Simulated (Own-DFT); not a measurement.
AlGa$_{3}$N$_{4}$ (wurtzite random alloy, strained, atoms displaced) (calculated)

A calculation, not a measurement: plane-wave density functional theory by an unreviewed code, no spin, of a simulated periodic cell, stress positive in tension, run twice, with PBE and with PBEsol, both on files made for PBE, so the change isn't that of files made for PBEsol, forces on such cells passed a denser k mesh, this cell's mesh not checked; the far tail of each file's local potential was reset to the Coulomb form; each entry is a single point on an unrelaxed cell, so the pressure reflects the starting lattice, mostly measured values (interpolated for alloys), from which strain is counted, and rises with the displacements; printed positions are rounded, which can move forces by about a meV/angstrom; the program, named Own-DFT, is a retired in-house code; no spin-orbit coupling; stress was not checked against mesh or cutoff. Program: Own-DFT development build.

```xyz
72
Lattice="9.6757 0.0000 0.0000 -4.8378 8.3794 0.0000 0.0000 0.0000 10.2685" Properties=species:S:1:pos:R:3:PBE_force_x:R:1:PBE_force_y:R:1:PBE_force_z:R:1:PBEsol_force_x:R:1:PBEsol_force_y:R:1:PBEsol_force_z:R:1 formula=AlGa3N4 functional=PBE,then_PBEsol potential_files=PseudoDojo_norm-conserving,scalar-relativistic,standard_set wave_cutoff=42 occupations=Fermi-Dirac smearing_width=0.1 k_mesh=4_x_4_x_3_centred_on_Gamma PBE_pressure=1.3 PBE_stress_xx=0.27 PBE_stress_yy=1.62 PBE_stress_zz=-5.81 PBE_stress_yz=0.34 PBE_stress_xz=-0.18 PBE_stress_xy=0.91 PBEsol_pressure=-3.32 PBEsol_stress_xx=4.92 PBEsol_stress_yy=6.21 PBEsol_stress_zz=-1.18 PBEsol_stress_yz=0.33 PBEsol_stress_xz=-0.19 PBEsol_stress_xy=0.87 rms_change_of_force_components_from_PBE_to_PBEsol=0.069
Ga     0.0628     1.8675    10.2265     -0.686     -0.027      0.913     -0.675     -0.056      0.888
Ga     1.5450     0.8707     2.6426      0.575      0.209      -1.96      0.578      0.204     -1.891
N      0.0273     1.8891     1.9868     -0.517       0.28     -0.265     -0.496      0.116     -0.301
N      1.5334     0.8648     4.4830     -0.295       2.57      2.175     -0.198      2.425      2.063
Al    -0.0575     1.7833     5.2663      1.023      1.316     -2.088      1.022       1.33     -2.084
Al     1.5884     0.9484     7.6855      0.598     -0.699      1.058      0.591     -0.704      1.056
N      0.0648     1.9116     7.1093     -0.809      -0.84     -0.182     -0.921     -0.721     -0.059
N      1.6073     0.9223     9.6696      1.614      0.424     -0.812      1.468      0.372     -0.703
Ga    -1.7209     4.5583     0.0791      2.633      2.166     -0.883       2.55      2.139     -0.861
Al    -0.0056     3.7193     2.6104      0.271      0.208     -0.205      0.256       0.22     -0.213
N     -1.6037     4.6746     1.9654       0.98     -0.283      0.651      0.822     -0.235      0.566
N     -0.0783     3.7520     4.5106      1.195     -1.299      0.573      1.145     -1.165      0.693
Ga    -1.6200     4.6323     5.1977      0.229      1.652     -1.598      0.224      1.611     -1.533
Ga    -0.0759     3.7386     7.7362      0.539      0.553     -1.116      0.532      0.531     -1.074
N     -1.5968     4.7653     7.0390     -0.821      -2.59      1.735     -0.797     -2.526       1.69
N      0.0439     3.7578     9.5805     -0.773     -0.359      2.006     -0.892     -0.446      1.886
Ga    -3.2552     7.4010     0.0142      0.288       0.25     -0.631      0.285      0.242     -0.611
Ga    -1.5468     6.6337     2.5295      -0.15     -2.013      2.127      -0.17     -1.953      2.069
N     -3.1528     7.3120     1.9884      -1.38      2.159     -0.925     -1.359      2.115     -0.905
N     -1.6620     6.6288     4.6200      0.489     -1.552     -1.429      0.482     -1.504     -1.396
Ga    -3.2676     7.5210     5.1173     -0.016     -1.887       0.79      0.012     -1.846      0.766
Ga    -1.6599     6.5119     7.6366      0.165      0.945      1.445      0.167      0.913      1.408
N     -3.2214     7.4469     7.1037     -1.148      1.321     -0.257     -1.115      1.151     -0.309
N     -1.5890     6.5255     9.6049     -0.869     -0.714      0.748      -0.86     -0.684      0.728
Al     3.3188     1.9088     0.0254     -1.872     -0.458      0.521     -1.871      -0.46      0.513
Ga     4.8236     0.9434     2.5872      0.475      0.051     -0.291      0.443      0.028     -0.257
N      3.1901     1.7989     2.0506      0.168      1.591     -1.578      0.177      1.436     -1.459
N      4.8502     0.8385     4.4863       0.22      2.564      1.333      0.196      2.502      1.298
Ga     3.2258     1.9537     5.0889      0.051     -3.171       0.76      0.069     -3.083      0.734
Ga     4.8032     0.9074     7.7171     -0.025     -0.654     -0.152     -0.026      -0.62     -0.127
N      3.2253     1.8756     7.1539     -0.852     -0.612     -1.013      -0.71     -0.524      -1.03
N      4.8155     0.9148     9.6450      0.551      1.659      0.905      0.559      1.473      0.783
Al     1.5950     4.6389    10.1972      0.022      0.905      1.431      0.018      0.918      1.433
Al     3.1786     3.7440     2.6283      0.122     -0.051     -2.079      0.132     -0.051     -2.092
N      1.5809     4.6639     1.9966     -0.063     -0.832      -0.99     -0.061     -0.671     -0.955
N      3.2323     3.6386     4.4444     -0.084      2.634      1.154     -0.077       2.54       1.34
Ga     1.6137     4.6574     5.2697     -0.405      0.751     -2.354       -0.4      0.729      -2.28
Ga     3.2014     3.7160     7.7024     -0.416     -0.113      1.155     -0.386     -0.097       1.12
N      1.6181     4.6736     7.1559     -0.311      0.378      0.377     -0.294      0.219        0.3
N      3.2440     3.8319     9.7354     -1.173     -2.335     -0.665     -0.989     -2.237     -0.741
Ga     0.0087     7.4584    10.2618     -1.071       -0.4      0.028     -1.049       -0.4      0.019
Ga     1.5950     6.5617     2.4982      0.609     -0.857      1.581      0.597     -0.837       1.56
N     -0.0078     7.4571     1.9615      1.035       0.89     -0.878      1.008      0.864     -0.863
N      1.6734     6.6424     4.5458     -1.225     -1.615     -0.125     -1.188      -1.58     -0.116
Ga    -0.0573     7.4993     5.2520       0.94     -1.001     -2.112      0.904     -0.967     -2.059
Al     1.5901     6.5090     7.7298      0.208      0.347     -0.242       0.22      0.359     -0.263
N     -0.0228     7.3292     7.0758      1.284      1.482      1.943      1.109      1.523      1.823
N      1.4970     6.5037     9.6184      2.334     -0.297      0.328       2.17     -0.201      0.403
Al     6.3990     1.9066     0.0437      0.928      -1.22     -1.613      0.929     -1.191      -1.67
Ga     8.0838     0.8810     2.6201      0.124      0.443     -1.302      0.126      0.429     -1.255
N      6.4855     1.8462     1.8504     -0.411       0.54      1.739       -0.4      0.522      1.902
N      8.1370     0.9200     4.5212     -0.748      0.806      1.331     -0.856      0.694      1.223
Ga     6.4762     1.9842     5.2267      -0.41     -2.439      -0.64     -0.408      -2.37     -0.621
Ga     7.9796     0.9455     7.6737      1.731     -0.474      1.811      1.691     -0.466      1.783
N      6.4315     1.8847     7.2115     -0.513      0.757     -0.952     -0.485      0.728     -0.953
N      8.0847     0.8957     9.7457     -1.393      1.103     -0.846     -1.262      1.187     -0.913
Ga     4.8763     4.6121    10.1973     -2.022      2.878      1.835      -1.97       2.83      1.786
Ga     6.4881     3.7876     2.5170     -1.281     -0.617      0.943     -1.242     -0.582      0.913
N      4.7865     4.7107     1.9289      0.251     -1.797      0.428      0.367      -1.69      0.372
N      6.4430     3.7548     4.6439      0.297     -0.014     -1.817      0.292     -0.017     -1.761
Ga     4.8799     4.6455     5.1519     -1.396      0.691      0.276     -1.353      0.669      0.273
Ga     6.4335     3.7827     7.8376      0.066      0.277      -3.36      0.051      0.273     -3.259
N      4.7306     4.6708     7.1832      1.684     -0.354     -1.385      1.643     -0.337     -1.357
N      6.4016     3.8138     9.6377      1.078     -2.891      1.612       1.05     -2.702      1.531
Al     3.1933     7.4870     0.0606       0.18     -0.901     -1.209      0.157     -0.908     -1.222
Ga     4.9028     6.5269     2.5573     -0.832      -0.72     -0.274     -0.811     -0.714     -0.258
N      3.2765     7.3780     1.9196     -0.512      1.183       0.03     -0.498       1.16      0.206
N      4.7820     6.4985     4.4566      1.141     -0.344      1.285      1.117     -0.322      1.257
Ga     3.2852     7.4385     5.1488     -0.932       0.24      0.219      -0.92      0.237      0.196
Ga     4.7819     6.5163     7.6728      0.977      0.655      1.146      0.955      0.635      1.139
N      3.2563     7.4841     7.1444     -1.835     -0.391     -0.698     -1.679     -0.325     -0.736
N      4.7511     6.5397     9.6390      0.177     -0.057      0.537      0.305     -0.134       0.47
```

Units: wave_cutoff in hartree; smearing_width in eV; PBE_pressure, PBE_stress_xx, PBE_stress_yy, PBE_stress_zz, PBE_stress_yz, PBE_stress_xz, PBE_stress_xy, PBEsol_pressure, PBEsol_stress_xx, PBEsol_stress_yy, PBEsol_stress_zz, PBEsol_stress_yz, PBEsol_stress_xz, PBEsol_stress_xy in GPa; rms_change_of_force_components_from_PBE_to_PBEsol, PBE_force_x, PBE_force_y, PBE_force_z, PBEsol_force_x, PBEsol_force_y, PBEsol_force_z in eV/Å.
